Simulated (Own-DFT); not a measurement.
Si₃N₄ (beta silicon nitride, strained, atoms displaced) (calculated)

Computed with Own-DFT development build. A calculation, not a measurement: plane-wave PBE density functional theory by an unreviewed code, no spin, of a simulated periodic cell, stress positive in tension, free energy of the whole cell less one offset for each atom, forces on such cells moved up to 12 meV/angstrom on a denser k mesh; offsets are fitted by least squares, one for each functional and potential file, so energies compare only between cells with the same atoms and settings and are not formation energies; the far tail of each file's local potential was reset to the Coulomb form; each entry is a single point on an unrelaxed cell, so the pressure reflects the starting lattice, mostly measured values (interpolated for alloys), from which strain is counted, and rises with the displacements; printed positions are rounded, which can move forces by about a meV/angstrom; the program, named Own-DFT, is a retired in-house code; no spin-orbit coupling; before rounding, a Quantum ESPRESSO 7.3.1 run of the same cell and cutoff gave forces within 1 meV/angstrom rms on each cell, which checks the program and not the settings.

```xyz
112
Lattice="15.2242 -0.0452 0.1080 -7.6512 13.3505 0.0685 0.0413 0.0541 5.8987" Properties=species:S:1:pos:R:3:force_x:R:1:force_y:R:1:force_z:R:1 formula=Si3N4 functional=PBE potential_files=PseudoDojo_norm-conserving,scalar-relativistic,standard_set wave_cutoff=42 occupations=Fermi-Dirac smearing_width=0.1 k_mesh=2_x_2_x_4_centred_on_Gamma free_energy_of_cell_above_offsets=-8.925 pressure=1.56 stress_xx=-4.15 stress_yy=-0.35 stress_zz=-0.17 stress_yz=3.36 stress_xz=2.29 stress_xy=-0.17
Si    -1.5812     5.0489     0.8604     -1.438       3.42     -2.803
Si     0.2299     2.6989     0.7320      0.762      0.566      1.743
Si     1.3465     5.5158     0.7241      0.402     -0.673      3.561
Si     5.5232     1.5441     2.2710     -4.013     -1.166      1.806
Si     3.5695     4.0358     2.3222     -0.423     -3.319     -1.921
Si     2.4106     1.1996     2.3042      2.396      -1.63     -2.429
N      2.3626     0.1450     0.7268     -0.245      1.735      0.703
N      6.2595     1.8950     0.8435      3.215      1.687     -0.766
N      2.6986     4.4297     0.8471       1.25      0.177     -1.588
N      1.3693     6.4629     2.2652      0.622      0.421      0.212
N     -2.4732     4.6843     2.2341      2.224      1.204       1.48
N      1.1188     2.2773     2.3385     -1.671      0.431     -2.854
N     -0.0384     4.4742     0.8167      1.852     -1.752     -0.376
N      3.8794     2.1849     2.2287     -0.863      1.405      0.643
Si    -1.5123     5.2259     3.6607     -1.629     -3.117       1.88
Si     0.2419     2.8221     3.6603      0.232     -3.413      2.702
Si     1.4503     5.5771     3.8009     -1.138     -1.549     -3.039
Si     5.5569     1.5394     5.3296     -3.323      0.192     -3.707
Si     3.6395     3.9855     5.1576     -1.542     -3.045      3.773
Si     2.4695     1.1535     5.1303      0.939      1.312        3.4
N      2.4219     0.2194     3.7476     -0.235      0.152     -1.532
N      6.2842     2.0095     3.7273       0.92      0.124      1.605
N      2.8175     4.4700     3.8002     -1.605       1.23     -1.145
N      1.4429     6.4937     5.2161     -0.026      1.679     -0.102
N     -2.3215     4.7319     5.2376     -1.134       0.06     -1.039
N      1.0403     2.1926     5.2441      0.248      0.758     -2.109
N      0.0152     4.4259     3.6890      1.083      4.349      0.417
N      3.9335     2.2308     5.2337      -1.31      0.617     -0.396
Si    -5.4962    11.7677     0.7102      2.529      1.342      2.588
Si    -3.6322     9.3243     0.7922     -0.876      2.661     -0.778
Si    -2.4236    12.2471     0.8337     -1.933     -2.414     -0.257
Si     1.5954     8.2417     2.3133     -0.476     -1.187     -1.777
Si    -0.2660    10.6596     2.2284      1.572     -0.593      3.376
Si    -1.3813     7.9167     2.2793      0.221     -0.591      -1.26
N     -1.4090     7.0053     0.8120      0.067     -3.227     -0.243
N      2.4361     8.7408     0.8847     -2.945     -2.199     -2.154
N     -1.0396    11.1340     0.8516     -0.694       0.37     -2.317
N     -2.3917    13.1454     2.2891      0.815      1.539      0.257
N     -6.1890    11.4150     2.2760     -2.573     -1.304     -0.144
N     -2.8348     8.8507     2.2276      0.448     -0.198      1.676
N     -3.8679    11.1679     0.7875      1.506     -1.678      -0.12
N      0.0200     8.9069     2.2517     -1.073      1.329      0.262
Si    -5.4001    11.8591     3.7416      2.336     -0.655     -1.069
Si    -3.5994     9.2998     3.7463      1.647      4.278     -0.449
Si    -2.3971    12.2394     3.7273     -1.108      0.012      2.036
Si     1.5918     8.2611     5.2292      1.826      0.677      0.789
Si    -0.2069    10.5880     5.2634     -0.263      3.712     -0.805
Si    -1.3369     7.8684     5.2052     -0.924      0.046     -0.047
N     -1.3476     6.8668     3.6664     -0.063      2.971      1.486
N      2.3655     8.7162     3.7059      1.009     -0.067       2.79
N     -1.1085    11.1499     3.7726      3.269     -1.311      0.063
N     -2.3983    13.2251     5.3032       0.97      -0.87     -1.633
N     -6.2239    11.4101     5.1709      0.011     -0.133     -0.215
N     -2.7408     8.9609     5.2041      0.533     -1.326     -0.127
N     -3.7371    11.2135     3.7529     -2.227     -2.095      -0.04
N      0.0344     8.9554     5.1859     -0.442     -2.065      0.067
Si     5.9876     5.1253     0.7955      1.227     -0.039     -0.014
Si     7.8382     2.6122     0.8012      0.279       1.86     -0.161
Si     9.0565     5.4895     0.8421     -2.301     -0.101      0.773
Si    13.0756     1.4945     2.2426     -1.895       -1.2       4.97
Si    11.2582     3.9207     2.3046     -2.213     -1.161      0.774
Si     9.9618     1.1967     2.2518      4.192     -1.688      2.146
N     10.0619     0.2024     0.8709     -1.035     -0.303      -1.65
N     13.8071     1.9571     0.8546      3.408      1.466      0.254
N     10.3490     4.4391     0.8778      2.383      -0.81     -0.712
N      9.0734     6.4132     2.3432     -0.102      1.964     -0.513
N      5.1541     4.6186     2.2621      2.125      1.416       0.57
N      8.6525     2.2000     2.2574     -1.468      0.805      1.073
N      7.6801     4.3505     0.7854     -2.121       1.74     -0.046
N     11.4921     2.1966     2.3290     -1.666      0.078     -0.648
Si     6.0561     5.0120     3.8153      0.307      2.634     -3.416
Si     7.8251     2.7625     3.7504      1.645     -1.679     -0.023
Si     9.0578     5.5720     3.7804     -0.308     -2.223      1.866
Si    13.1431     1.5972     5.3216       -3.6     -1.972     -3.482
Si    11.2294     3.9997     5.2446      2.046     -1.359      2.492
Si    10.0033     1.1865     5.2783      3.229     -0.794     -1.555
N     10.1488     0.1406     3.7491     -1.569      3.312      0.346
N     13.9215     2.0168     3.8473     -0.416     -0.446     -2.174
N     10.4426     4.4012     3.8527     -1.937      2.326     -2.457
N      8.9162     6.6106     5.3709      0.394     -7.192     -1.975
N      5.1466     4.6582     5.1289      2.186      1.073      3.832
N      8.7277     2.3073     5.2375     -1.704     -0.543     -0.767
N      7.6613     4.4207     3.7169      0.267      2.125      0.497
N     11.4351     2.2635     5.1842      0.815     -0.817      1.079
Si     2.1463    11.7869     0.8688      1.635      0.865     -0.624
Si     3.9664     9.3931     0.7975       3.14      0.084       1.03
Si     5.2099    12.1849     0.8863     -3.138      -0.92      0.227
Si     9.1229     8.2296     2.3715      3.341     -0.769     -0.788
Si     7.3548    10.6707     2.4234      1.202     -0.842     -3.207
Si     6.2054     7.7889     2.3555     -0.305      1.487     -0.436
N      6.2221     6.9268     0.8368     -0.263     -3.402      0.524
N      9.9911     8.6335     0.9042     -0.045     -0.555     -0.942
N      6.5234    11.1864     0.8468      3.764     -2.504      0.917
N      5.1756    13.0579     2.4204       0.64      3.166     -3.154
N      1.3987    11.3448     2.2953     -2.948     -0.519      1.406
N      4.8600     8.8734     2.3120     -1.443      0.563       0.44
N      3.6783    11.0797     0.8717      3.197      1.453     -0.045
N      7.6284     8.8569     2.2405     -2.855      1.623      1.124
Si     2.1100    11.8502     3.7887      2.627     -1.267     -0.192
Si     3.9527     9.4628     3.8010      2.723     -2.612     -0.288
Si     5.1854    12.2054     3.8169     -1.373     -1.856      2.723
Si     9.1990     8.1492     5.2096      0.989      6.164      3.684
Si     7.4902    10.6779     5.2860     -3.718     -0.917      0.187
Si     6.3486     7.7884     5.2273     -1.862      3.677      1.882
N      6.1932     6.8750     3.8637      0.353     -2.879     -2.691
N     10.0519     8.7376     3.9084     -1.542     -1.593     -2.762
N      6.5782    11.1878     3.7971      0.767     -0.613      2.034
N      5.3430    13.1104     5.3204     -0.555      2.396     -0.364
N      1.4741    11.3615     5.2894     -3.718     -0.898     -0.128
N      4.8915     8.8954     5.2940     -0.895       0.06     -1.353
N      3.7580    11.0973     3.8258      0.138      2.649     -0.121
N      7.6753     8.9210     5.2290      -0.74      0.609     -0.235
```

Units: wave_cutoff in hartree; smearing_width, free_energy_of_cell_above_offsets in eV; pressure, stress_xx, stress_yy, stress_zz, stress_yz, stress_xz, stress_xy in GPa; force_x, force_y, force_z in eV/Å.
